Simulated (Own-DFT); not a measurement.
# Strain and stress in diamond-structure SiGeSn with randomly placed atoms, 64 atoms (Ge52Si8Sn4)

Calculated results; nothing here was measured. They come from Own-DFT, an in-house plane-wave density functional program, since retired, whose code no person has reviewed. Each row is one single-point run on a periodic cell that was not relaxed, without spin or spin-orbit coupling.

Settings of every run: PBE; PseudoDojo norm-conserving scalar-relativistic files; cutoff 49 hartree; 3 x 3 x 3 k mesh centred on Gamma; Fermi-Dirac smearing of 0.1 eV.

Known limits: forces on such cells moved up to 12 meV/angstrom on a denser k mesh; stress not checked against mesh or cutoff.

Unstrained cell vectors in Å: (11.363, 0.000, 0.000); (0.000, 11.363, 0.000); (0.000, 0.000, 11.363). The unstrained cell has measured lattice constants (interpolated for alloys), not those of this functional. That, the random moves and any unrelaxed bonds set the pressure at no strain. Each run strains this cell uniformly, with the atoms carried along. Every atom was also moved at random, by a Gaussian of width 0.05 Å on each axis. The random placing of the alloy's atoms differs from row to row. Strain is the symmetric tensor, in per cent. Stress is positive in tension, and the pressure is minus a third of its trace.

| run | e_xx (%) | e_yy (%) | e_zz (%) | s_xx (GPa) | s_yy (GPa) | s_zz (GPa) | P (GPa) | E (meV/atom) |
|---|---|---|---|---|---|---|---|---|
| 1 | -1.00 | -1.00 | 0.00 | -6.42 | -6.49 | -5.88 | 6.26 | 40.3 |
| 2 | -2.25 | -2.25 | 0.00 | -9.12 | -8.87 | -7.32 | 8.44 | 59.9 |
| 3 | -2.50 | -2.50 | 0.00 | -9.54 | -9.55 | -7.85 | 8.98 | 69.5 |
| 4 | 1.50 | 1.50 | 0.00 | -1.90 | -2.05 | -3.00 | 2.31 | 0.0 |
| 5 | 1.50 | 1.50 | 0.00 | -2.22 | -2.25 | -3.04 | 2.50 | 15.9 |
| 6 | -2.25 | -2.25 | 0.00 | -8.96 | -9.17 | -7.55 | 8.56 | 66.0 |
| 7 | -1.25 | -1.25 | 0.00 | -7.10 | -7.30 | -6.41 | 6.94 | 61.7 |
| 8 | -1.00 | -1.00 | 0.00 | -6.18 | -6.12 | -5.45 | 5.92 | 13.9 |
| 9 | -1.25 | -1.25 | 0.00 | -6.71 | -6.72 | -5.96 | 6.46 | 26.4 |
| 10 | -2.00 | -2.00 | 0.00 | ? | ? | ? | ? | ? |

E is the free energy for each atom above the lowest run shown.

## Worked fit

The change of volume is close to e_xx + e_yy + e_zz. A straight line through the runs shown gives P = 4.75 - 81 x (fractional change of volume) GPa, with an error of 3 on the slope and a scatter of 0.26 GPa. The strain isn't the same on all axes, but the crystal is cubic, so the slope still estimates the bulk modulus, averaged over pressures from 2.3 to 9.0 GPa.

## Withheld run

Question: what pressure should run 10 give? Its volume changes by -3.96 %.

The line gives 8.0 GPa. The calculation gave 8.06 GPa.
